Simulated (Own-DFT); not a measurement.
Simulation results for Si₂₄O₄₇ (quartz with one neutral oxygen vacancy, atoms displaced)

A calculation, not a measurement: plane-wave PBE and HSE06 DFT by an unreviewed code, no spin, of a simulated cell at Gamma alone, so results move with cell size and shape, stress positive in tension, energies less offsets, not probed for a lower state with spin; oxygen file: force components 24 meV/angstrom off all-electron in a glass; k mesh not checked against a denser one; forces and stress are PBE's, HSE06 gives the energy alone, and its difference from PBE has offsets of its own; offsets are fitted by least squares, one for each functional and potential file, so energies compare only between cells with the same atoms and settings and are not formation energies; the far tail of each file's local potential was reset to the Coulomb form; each entry is a single point on an unrelaxed cell, so the pressure reflects the starting lattice, mostly measured values (interpolated for alloys), from which strain is counted, and rises with the displacements; printed positions are rounded, which can move forces by about a meV/angstrom; the program, named Own-DFT, is a retired in-house code; no spin-orbit coupling. Program: Own-DFT development build.

Settings shared by all entries: first functional PBE; second functional HSE06; exact exchange share 0.25; screening 0.11 1/bohr; exchange divergence Gygi-Baldereschi; potential files PseudoDojo norm-conserving, scalar-relativistic, made for PBE, standard set; wave cutoff 48 hartree; occupations fixed; k mesh 1 x 1 x 1 centred on Gamma.

(1) 
```xyz
71
Lattice="9.8268 0.0000 0.0000 -4.9134 8.5103 0.0000 0.0000 0.0000 10.8104" Properties=species:S:1:pos:R:3:force_x:R:1:force_y:R:1:force_z:R:1 formula=Si24O47 PBE_energy_of_cell_above_offsets=-24.168 HSE06_less_PBE_above_offsets=-0.677 PBE_pressure=7.17 PBE_stress_xx=-6.38 PBE_stress_yy=-8.86 PBE_stress_zz=-6.26 PBE_stress_yz=-0.67 PBE_stress_xz=0.69 PBE_stress_xy=-0.33
Si     2.3394     0.0416     0.0032     -0.583     -2.275     -1.565
Si    -1.1104     2.0538     3.5995     -2.104      -0.79     -1.124
Si     1.3053     2.2391     1.7782      0.453     -0.116      1.045
O      1.3780     1.0841     0.6552     -1.561      1.704      0.768
O      2.7370     2.4742     2.4786      0.509      0.163     -0.343
O      3.1968     0.6335     4.2115     -0.126     -1.292      0.918
O     -1.0146     3.1132     4.7724     -1.737     -0.793      0.023
O      0.3062     1.7641     2.9730      1.239      0.003     -1.004
O      0.8240     3.6457     1.1379      0.706     -0.511      0.627
Si     2.2982     0.0128     5.4186     -0.305     -0.181     -1.585
Si    -1.1319     2.0030     9.0159      -2.05      0.066     -3.038
Si     1.3186     2.2490     7.2343      0.451      0.047     -1.053
O      1.3817     1.1134     6.0840     -0.566      0.556      0.093
O      2.7695     2.5157     7.8686      -0.11      0.511      -0.77
O      3.2361     0.6971     9.6810      0.385      -0.63     -0.717
O     -1.0643     3.1138    10.1510      0.184       0.66      0.637
O      0.3224     1.7411     8.3466     -0.865      -0.59      1.415
O      0.7972     3.6050     6.6100     -1.146      1.683     -1.372
Si    -0.0906     4.2214    10.7992     -2.002      2.623     -0.171
Si    -3.5903     6.2602     3.6422     -1.108     -0.663     -3.207
Si    -1.1377     6.5306     1.7910     -1.761     -0.927     -0.833
O     -1.1717     5.3482     0.6622       1.78     -0.902     -1.002
O      0.2886     6.7474     2.4309      1.225      0.323      0.519
O      0.7816     4.8253     4.2167     -0.234      0.189      0.325
O     -3.5391     7.3470     4.7727      0.116      1.282      1.157
O     -2.1941     5.9697     2.8933      0.601      0.487      0.484
O     -1.6507     7.9129     1.1185       1.02     -0.504      1.119
Si    -0.1982     4.2579     5.4144      4.571     -0.633      0.384
Si     6.2040     6.2316     8.9756      0.305      1.661      0.484
Si    -1.1591     6.5550     7.2063      1.437     -1.748      0.526
O     -1.0262     5.3932     6.0371     -1.925      2.636       1.53
O      0.3219     6.7269     7.8942     -1.469      0.792     -1.309
O      0.8379     4.9269     9.6331     -1.694     -3.904      2.382
O     -3.5127     7.3951    10.1131      0.111      0.117       0.17
O     -2.1551     6.0252     8.3484      0.109     -0.534     -0.046
O     -1.7366     7.8769     6.5723      0.887      0.622      0.297
Si     2.3123     8.4838    10.8048      1.224      2.615      0.952
Si     3.8067     1.9721     3.6036     -1.568      1.685       0.33
Si     6.1876     2.2457     1.7893      0.774       0.77      0.804
O      6.3038     1.1239     0.6841     -0.271      -0.91     -1.293
O      7.6336     2.4980     2.4520      1.122      0.406      0.474
O      8.1807     0.6746     4.2089     -0.964      -1.58      1.669
O      3.8270     3.1329     4.7719     -0.148     -1.029     -0.529
O      5.2388     1.7220     2.9916       0.48     -0.318     -0.217
O      5.6895     3.6514     1.1851     -0.071      0.063     -0.327
Si     7.2389     0.0177     5.4239       1.99     -1.762     -2.294
Si     3.7767     2.0231     8.9809      0.782      -0.01      1.407
Si     6.2370     2.2140     7.1770      2.114      2.033      2.779
O      6.3339     1.1299     6.0293     -1.713      0.784      -0.28
O      8.1185     0.6507     9.6130     -0.148     -1.366      0.917
O      3.8369     3.0654    10.2392     -0.089      0.195     -0.721
O      5.2434     1.7199     8.3775     -0.156     -0.049     -0.305
O      5.6702     3.6665     6.6081        0.8     -1.017      0.504
Si     4.7799     4.2483    10.7839     -0.607      0.414      1.737
Si     1.2762     6.2482     3.6212      2.013     -0.762     -0.851
Si     3.7822     6.5309     1.8000      -1.49     -0.468      0.028
O      3.8506     5.4057     0.6545     -0.168     -0.664     -1.153
O      5.2090     6.7259     2.3826      3.046      0.482      2.158
O      5.7222     4.8521     4.1929     -0.502      -0.87      1.143
O      1.3728     7.3617     4.7727     -0.031      0.724      0.494
O      2.8181     6.0007     2.9954     -1.852      0.225      0.548
O      3.2260     7.9178     1.1846      0.332     -0.032       0.01
Si     4.7702     4.2635     5.4090      1.099      -0.57     -1.541
Si     1.3067     6.2537     9.0532      1.813      2.155     -1.971
Si     3.7481     6.4698     7.2374      0.283      0.696     -2.207
O      3.8713     5.3913     6.0118     -1.322       1.65      1.122
O      5.1924     6.7739     7.8294      0.995     -0.098      0.391
O      5.6925     4.8765     9.6335      0.154     -0.665     -0.391
O      1.4236     7.3882    10.1717     -1.578     -1.397     -0.488
O      2.7625     5.9999     8.3539     -1.153     -0.725      1.541
O      3.2160     7.8652     6.5970      0.067      0.267     -0.207
```

Units: PBE_energy_of_cell_above_offsets, HSE06_less_PBE_above_offsets in eV; PBE_pressure, PBE_stress_xx, PBE_stress_yy, PBE_stress_zz, PBE_stress_yz, PBE_stress_xz, PBE_stress_xy in GPa; force_x, force_y, force_z in eV/Å.

(2) 
```xyz
71
Lattice="9.8268 0.0000 0.0000 -4.9134 8.5103 0.0000 0.0000 0.0000 10.8104" Properties=species:S:1:pos:R:3:force_x:R:1:force_y:R:1:force_z:R:1 formula=Si24O47 PBE_energy_of_cell_above_offsets=-23.431 HSE06_less_PBE_above_offsets=-0.734 PBE_pressure=7.9 PBE_stress_xx=-8.42 PBE_stress_yy=-8.16 PBE_stress_zz=-7.13 PBE_stress_yz=0.78 PBE_stress_xz=-0.34 PBE_stress_xy=-0.42
Si     2.2709     0.0478     0.0146      2.361     -1.874     -0.457
Si     8.6747     1.9770     3.6302     -1.564      2.045     -1.932
Si     1.3165     2.2575     1.8284      -1.91      0.566     -0.827
O      1.3394     1.1017     0.6740      -1.32       1.94      0.838
O      2.7715     2.4472     2.4200      0.347      0.535     -0.296
O      3.1975     0.6111     4.3045      1.554      1.566     -2.128
O     -1.0711     3.1218     4.7519      -1.52     -1.432     -0.262
O      0.2710     1.7953     2.9864      1.934     -0.224     -0.866
O      0.7625     3.6636     1.1582      1.433     -1.348      1.292
Si     2.2678     0.0321     5.4408      0.151     -0.491     -1.101
Si    -1.1108     2.0052     9.0264     -1.311      1.907     -0.979
Si     1.3058     2.2747     7.1685       0.18     -0.786      2.021
O      1.4129     1.1835     6.0552     -1.448     -0.048     -0.736
O      2.7448     2.4776     7.8436      0.597      0.479     -0.021
O      3.2505     0.5487     9.6268      0.352      1.537     -0.476
O     -1.0825     3.1679    10.1778     -0.643     -1.477     -0.976
O      0.2948     1.7548     8.3158      0.461     -0.263      0.366
O      0.8178     3.6086     6.5556     -1.052      2.379     -1.187
Si    -0.1374     4.2662    10.8014     -0.887      0.133      1.065
Si     6.1837     6.2546     3.6251      1.859      0.851     -0.007
Si    -1.1292     6.5107     1.8070     -3.861     -0.096     -0.671
O     -1.0800     5.3756     0.6655     -0.214      0.405     -0.244
O      0.2645     6.7123     2.4416      1.867      1.079      0.056
O      0.7758     4.8814     4.2867      0.349      0.142     -0.706
O     -3.4928     7.3893     4.7884     -1.741     -1.384     -0.672
O     -2.1637     6.0238     2.9858      0.413      0.073     -0.348
O     -1.6794     7.8983     1.1586      0.156      0.051      0.112
Si    -0.1816     4.2048     5.3985      1.735      2.175      1.292
Si     6.1417     6.3191     9.0680      2.279      -2.38     -1.361
Si    -1.1863     6.5225     7.1971     -0.086      0.285      0.484
O     -1.0955     5.3556     6.0572     -0.402      0.559       0.44
O      0.3135     6.7599     7.8484     -0.179      -0.13      0.285
O      0.7831     4.8479     9.6554      1.096       0.57     -0.922
O     -3.5260     7.3950    10.1756     -0.913      0.852       1.39
O     -2.1991     6.0462     8.3820      0.155      0.127     -0.071
O     -1.7129     7.9394     6.5266      2.177     -2.022      2.699
Si     2.2816     8.4511    10.7525      3.771      6.367      3.757
Si     3.7695     1.9809     3.5880      0.912      1.169      3.047
Si     6.1922     2.2881     1.8098      0.981     -1.563      -1.27
O      6.2887     1.1394     0.6410       0.14     -0.542     -0.378
O      7.6134     2.4943     2.4703      2.082      0.204      1.065
O      8.1678     0.6301     4.2042     -0.959     -2.588      1.907
O      5.2434     1.7627     2.9644     -1.169     -0.911      0.794
O      5.7170     3.6440     1.1582     -0.515      1.205     -0.436
Si     2.3146     8.5041     5.4119     -0.245      1.047     -1.468
Si     3.7736     1.9835     8.9626     -0.597     -0.514      2.078
Si     6.1786     2.3072     7.1874      2.764     -2.499      0.572
O      6.2835     1.1496     6.0048     -0.411      1.003      0.778
O      7.6696     2.5087     7.8450     -0.032     -0.006     -0.082
O      8.1632     0.6757     9.6452     -0.692     -2.163      0.873
O      3.8728     3.1156    10.1698      -1.43     -1.787     -1.164
O      5.2484     1.8063     8.3886     -0.145      -0.71      0.007
O      5.6539     3.6572     6.6214      0.224      1.474      0.146
Si     4.7759     4.2402    10.7917      0.203      0.944       1.41
Si     1.2683     6.2444     3.5532      0.971     -0.292      2.775
Si     3.7120     6.5032     1.8129      2.388      0.389     -0.836
O      3.8300     5.3971     0.6372     -0.065     -0.349      -0.27
O      5.2161     6.7507     2.4712     -1.721       0.33     -1.013
O      5.7264     4.8604     4.2363     -0.521     -0.776      1.159
O      1.4110     7.3633     4.7663     -0.724     -0.984     -1.149
O      2.7344     5.9823     2.9333     -0.869     -0.487      0.921
O      3.2654     7.8892     1.1412     -0.417      0.404     -0.398
Si     4.7863     4.2922     5.4585     -0.828     -2.926     -4.018
Si     1.3273     6.2155     9.0290     -1.691      1.123     -0.557
Si     3.7187     6.5097     7.1893       2.52      0.085      1.138
O      3.8280     5.3834     6.0541     -1.025       0.97      0.169
O      5.2674     6.7747     7.8381     -3.285      0.367     -1.795
O      5.6875     4.8704     9.6477      0.421      0.692     -0.609
O      1.4213     7.3832    10.2031     -3.641     -5.303     -3.216
O      2.7389     5.9879     8.3375      0.588     -0.398      0.495
O      3.1970     7.8614     6.5629      0.612      0.724      0.474
```

Units: PBE_energy_of_cell_above_offsets, HSE06_less_PBE_above_offsets in eV; PBE_pressure, PBE_stress_xx, PBE_stress_yy, PBE_stress_zz, PBE_stress_yz, PBE_stress_xz, PBE_stress_xy in GPa; force_x, force_y, force_z in eV/Å.

(3) 
```xyz
71
Lattice="9.8268 0.0000 0.0000 -4.9134 8.5103 0.0000 0.0000 0.0000 10.8104" Properties=species:S:1:pos:R:3 formula=Si24O47
Si    -2.6839     8.5065     0.0263
Si     8.6587     2.0049     3.5893
Si     1.2972     2.2317     1.7875
O      1.3149     1.1581     0.6471
O      2.7847     2.5032     2.4662
O      3.1997     0.6180     4.2826
O     -1.0946     3.1062     4.7231
O      0.3463     1.7349     2.9378
O      0.7882     3.6618     1.1897
Si    -2.6742     8.4873     5.4000
Si     8.6498     2.0058     9.0204
Si     1.2803     2.2433     7.2052
O      1.4277     1.1015     6.0518
O      2.7365     2.4790     7.8681
O      3.2398     0.6950     9.6747
O     -1.0856     3.0903    10.1728
O      0.2348     1.7725     8.3909
O      0.7991     3.5884     6.5041
Si    -0.1714     4.2205    10.7680
Si    -3.6191     6.3038     3.5994
Si    -1.1565     6.4730     1.8013
O      0.2823     6.7538     2.4708
O      0.7654     4.9042     4.2519
O     -3.5420     7.3798     4.7533
O     -2.1782     5.9934     2.9560
O     -1.7137     7.8651     1.1303
Si    -0.2158     4.2393     5.4231
Si    -3.5945     6.2326     9.0358
Si    -1.1309     6.5079     7.2509
O     -1.1085     5.4199     6.0308
O      0.2841     6.7120     7.8690
O      0.7720     4.8773     9.7204
O     -3.5408     7.3356    10.2487
O     -2.1972     6.0074     8.4021
O     -1.6617     7.8436     6.5278
Si     2.2934     8.4745    10.7994
Si     3.7662     2.0014     3.6002
Si     6.1985     2.2363     1.7778
O      6.2795     1.1366     0.6353
O      7.7096     2.5215     2.5117
O      8.1733     0.6519     4.2566
O      3.8687     3.1388     4.7101
O      5.1941     1.7059     2.9486
O      5.7313     3.6558     1.1968
Si     7.2055     0.0191     5.3876
Si     3.7418     1.9551     8.9251
Si     6.1570     2.2967     7.1667
O      6.2555     1.1916     6.1013
O      7.7072     2.4814     7.8435
O      8.1488     0.5840     9.6142
O      3.8166     3.1383    10.1354
O      5.1679     1.7876     8.4113
O      5.7371     3.6367     6.5216
Si     4.7572     4.2687     0.0062
Si     1.3325     6.2459     3.5876
Si     3.7527     6.4921     1.8159
O      3.8673     5.4288     0.7120
O      5.1927     6.7996     2.4739
O      5.6969     4.8862     4.2038
O      1.4079     7.3743     4.6975
O      2.7515     6.0175     2.9500
O      3.2130     7.8430     1.1547
Si     4.7947     4.2379     5.4149
Si     1.3356     6.2620     9.0339
Si     3.7155     6.5314     7.2506
O      3.8693     5.4203     6.0779
O      5.2242     6.7774     7.8450
O      5.6925     4.8828     9.6802
O      1.4085     7.3850    10.1555
O      2.8008     6.0145     8.3269
O      3.2269     7.8373     6.5521
```

Q: Give the missing PBE stress xx for Si₂₄O₄₇ (quartz with one neutral oxygen vacancy, atoms displaced) (entry 3).
A: -7.73 GPa

Q: What PBE pressure does the calculation give for Si₂₄O₄₇ (quartz with one neutral oxygen vacancy, atoms displaced) (entry 3)?
A: 8.49 GPa

Q: What PBE stress yy does the calculation give for Si₂₄O₄₇ (quartz with one neutral oxygen vacancy, atoms displaced) (entry 3)?
A: -9.02 GPa

Further results for Si₂₄O₄₇ (quartz with one neutral oxygen vacancy, atoms displaced) (entry 3):

```
PBE energy of cell above offsets : -22.993 eV
HSE06 less PBE above offsets     : -0.791 eV
PBE stress zz                    : -8.73 GPa
PBE stress yz                    : -0.69 GPa
PBE stress xz                    : -0.18 GPa
PBE stress xy                    : -0.42 GPa
```

Force:
```csv
element,x (eV/Å),y (eV/Å),z (eV/Å)
Si,2.241,1.417,-0.799
Si,3.443,-0.961,0.382
Si,1.314,2.56,1.031
O,-0.012,-1.23,-1.458
O,-1.547,0.206,-1.623
O,0.811,0.737,-0.922
O,-0.176,0.806,1.316
O,-2.146,-0.476,1.901
O,-0.196,-0.262,-0.574
Si,3.778,-0.643,0.207
Si,-1.155,-1.358,0.031
Si,-0.284,-1.006,0.471
O,-2.408,2.512,1.932
O,-1.696,0.951,-2.112
O,-1.849,-3.17,1.791
O,-1.055,-0.189,0.481
O,3.015,-0.178,-1.551
O,-0.27,0.651,0.263
Si,-0.916,2.29,5.165
Si,-0.163,-1.793,-0.332
Si,0.538,-1.539,-2.146
O,0.236,0.549,-0.329
O,-0.556,-1.037,0.894
O,-1.487,-0.764,0.075
O,0.177,-0.067,0.124
O,0.611,-0.129,0.729
Si,1.591,0.832,-1.54
Si,-2.499,1.656,0
Si,-2.665,-0.321,-1.399
O,-0.266,-0.248,0.72
O,2.205,0.286,1.108
O,2.115,1.646,-2.741
O,-1.177,-1.136,-1.249
O,2.872,-0.297,-1.178
O,-0.182,0.422,0.347
Si,1.933,2.433,1.048
Si,-0.574,-1.588,0.588
Si,1.227,0.747,1.93
O,0.259,-0.757,-0.775
O,-3.952,0.602,-3.747
O,-0.47,-1.236,0.723
O,-0.224,0.27,1.085
O,1.193,-0.167,-0.415
O,-0.517,0.467,-0.721
Si,0.062,0.033,0.77
Si,-1.001,2.587,4.017
Si,2.341,-0.753,4.652
O,0.711,-3.381,-2.898
O,-2.755,0.653,-1.561
O,-0.288,-0.205,0.582
O,0.05,0.034,-0.167
O,4.222,-0.103,-2.691
O,0.207,1.446,0.52
Si,-0.516,-1.317,0.774
Si,-1.648,-0.653,-0.094
Si,0.611,1.872,1.528
O,0.202,-2.537,-2.612
O,-0.192,0.501,-0.495
O,-0.207,-0.287,0.69
O,-0.076,1.481,1.454
O,0.617,-0.753,0.306
O,-0.221,1.04,-0.243
Si,-1.17,2.669,-1.842
Si,-0.286,-1.437,-0.633
Si,4.767,-0.15,-3.057
O,0.212,-1.155,-0.57
O,0.208,-0.097,0.755
O,0.324,-0.392,-0.367
O,-1.764,-1.584,-0.773
O,-4.248,-1.614,4.403
O,-1.279,2.619,-1.179
```
